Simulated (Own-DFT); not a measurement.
# Strain and stress in C40 NbSi2, 36 atoms (Nb12Si24)

These are calculations, not measurements. The program, named Own-DFT, is a retired in-house plane-wave density functional code that no person has reviewed. Each row is one single-point run on a periodic cell that was not relaxed, without spin or spin-orbit coupling.

Settings of every run: PBE; PseudoDojo norm-conserving scalar-relativistic files; cutoff 42 hartree; 4 x 4 x 5 k mesh centred on Gamma; cold (Marzari-Vanderbilt) smearing of 0.2 eV.

Known limits: forces on such cells failed a check on a denser k mesh; stress not checked against mesh or cutoff.

Unstrained cell vectors in Å: (0.000, 8.324, 0.000); (-9.613, 0.000, 0.000); (0.000, 0.000, 6.586). The unstrained cell was taken from the Materials Project. The random moves and any unrelaxed bonds add to the pressure at no strain. Each run strains this cell uniformly, with the atoms carried along. Every atom was also moved at random, by a Gaussian of width 0.05 Å on each axis. Strain is the symmetric tensor, in per cent. Stress is positive in tension, and the pressure is minus a third of its trace.

| run | e_xx (%) | e_yy (%) | e_zz (%) | e_yz (%) | e_xz (%) | e_xy (%) | s_xx (GPa) | s_yy (GPa) | s_zz (GPa) | s_yz (GPa) | s_xz (GPa) | s_xy (GPa) | P (GPa) | E (meV/atom) |
|---|---|---|---|---|---|---|---|---|---|---|---|---|---|---|
| 1 | 1.83 | 1.87 | 0.12 | -1.20 | -0.31 | -0.26 | 5.03 | 5.48 | 0.07 | -2.99 | -0.95 | -0.71 | -3.52 | 4.0 |
| 2 | 1.66 | 0.21 | 0.80 | 1.32 | 0.29 | -1.54 | 3.35 | 0.24 | -0.02 | 4.37 | 1.49 | -4.09 | -1.19 | 30.7 |
| 3 | 1.21 | -1.31 | -0.91 | 1.21 | 1.06 | -0.27 | 0.34 | -6.84 | -7.74 | 3.61 | 3.43 | -0.50 | 4.75 | 9.2 |
| 4 | 0.49 | 0.83 | -0.75 | -1.31 | -0.93 | 1.20 | -1.03 | 0.50 | -6.35 | -3.92 | -2.25 | 3.20 | 2.30 | 17.7 |
| 5 | 1.20 | 0.98 | 0.37 | -1.26 | -0.14 | -0.17 | 3.03 | 2.32 | -0.16 | -3.66 | -0.66 | -0.74 | -1.73 | 0.0 |
| 6 | 0.61 | 0.66 | 0.84 | -1.84 | -1.56 | -0.20 | 0.70 | 0.95 | -0.25 | -5.21 | -4.84 | -1.07 | -0.46 | 25.9 |
| 7 | 0.96 | -0.02 | 0.58 | 1.86 | 0.51 | -1.70 | 1.48 | -1.79 | -0.73 | 4.94 | 1.55 | -4.28 | 0.35 | 15.5 |
| 8 | 0.05 | -0.61 | -0.62 | 0.28 | -0.26 | 0.87 | -3.46 | -5.16 | -6.82 | 0.54 | -1.51 | 2.93 | 5.15 | 14.0 |
| 9 | -0.80 | -0.48 | -0.69 | -0.51 | -1.89 | -0.85 | -7.27 | -5.28 | -9.03 | -1.70 | -6.39 | -3.02 | 7.19 | 37.6 |
| 10 | -0.06 | 0.86 | 1.19 | -0.13 | -1.05 | 0.60 | -1.33 | 1.71 | 2.38 | -0.68 | -2.88 | 1.11 | -0.92 | 5.3 |
| 11 | 1.15 | -1.76 | -0.84 | 0.91 | -1.37 | -0.19 | -0.24 | -8.55 | -7.85 | 3.19 | -4.07 | -0.51 | 5.55 | 11.7 |
| 12 | 0.50 | -1.21 | -1.63 | -1.48 | -1.16 | 0.21 | -2.08 | -8.80 | -13.12 | -5.52 | -4.07 | 0.24 | 8.00 | 38.2 |
| 13 | -1.70 | 0.49 | 0.70 | 0.37 | 1.78 | -1.65 | -8.87 | -1.21 | -1.53 | 1.77 | 5.09 | -5.15 | 3.87 | 24.0 |
| 14 | -1.76 | 1.64 | -1.87 | 0.68 | -0.25 | -1.45 | -10.08 | 0.94 | -14.14 | 2.55 | -0.09 | -4.19 | 7.76 | 44.0 |
| 15 | 0.55 | -0.97 | 0.80 | -1.92 | 1.42 | -1.68 | -2.21 | -5.48 | -1.41 | -6.07 | 3.77 | -4.82 | 3.03 | 50.2 |
| 16 | 1.99 | -0.28 | -1.50 | -1.19 | -0.28 | 0.00 | ? | ? | ? | ? | ? | ? | ? | ? |

E is the free energy for each atom above the lowest run shown.

## Worked fit

Each stress component was fitted by least squares to a constant and the strains of the runs shown, as fractions, with shears doubled. Shear strains stay in the fit of a normal stress only where such slopes are resolved. The slopes, in GPa:

| stress | at no strain | per e_xx | per e_yy | per e_zz | scatter |
|---|---|---|---|---|---|
| s_xx | -3.0 | 389 ± 15 | 70 ± 15 | 54 ± 17 | 0.59 |
| s_yy | -2.5 | 66 ± 10 | 370 ± 9 | 81 ± 11 | 0.37 |
| s_zz | -4.3 | 97 ± 21 | 77 ± 21 | 467 ± 24 | 0.80 |

Each shear stress against twice its own strain: yz 153 ± 7, xz 151 ± 6, xy 143 ± 5 GPa. These are stiffnesses along x, y and z of the frame in which the cell vectors are given, which need not be the crystal's axes. The atoms are held to the strained lattice; where symmetry lets them move under strain, relaxing them would lower some slopes. The table should be nearly symmetric about its diagonal, and what it lacks of that shows the noise. A ninth of its sum, 186 ± 6 GPa, estimates the bulk modulus near the mean pressure of these runs, 2.7 GPa, so it lies above the value at zero pressure.

## Withheld run

Question: what normal stresses and pressure should run 16 give?

The fit gives s_xx = 3.7, s_yy = -3.5, s_zz = -9.6 and P = 3.1 GPa. The calculation gave 3.02, -4.05, -10.15 and P = 3.73 GPa.
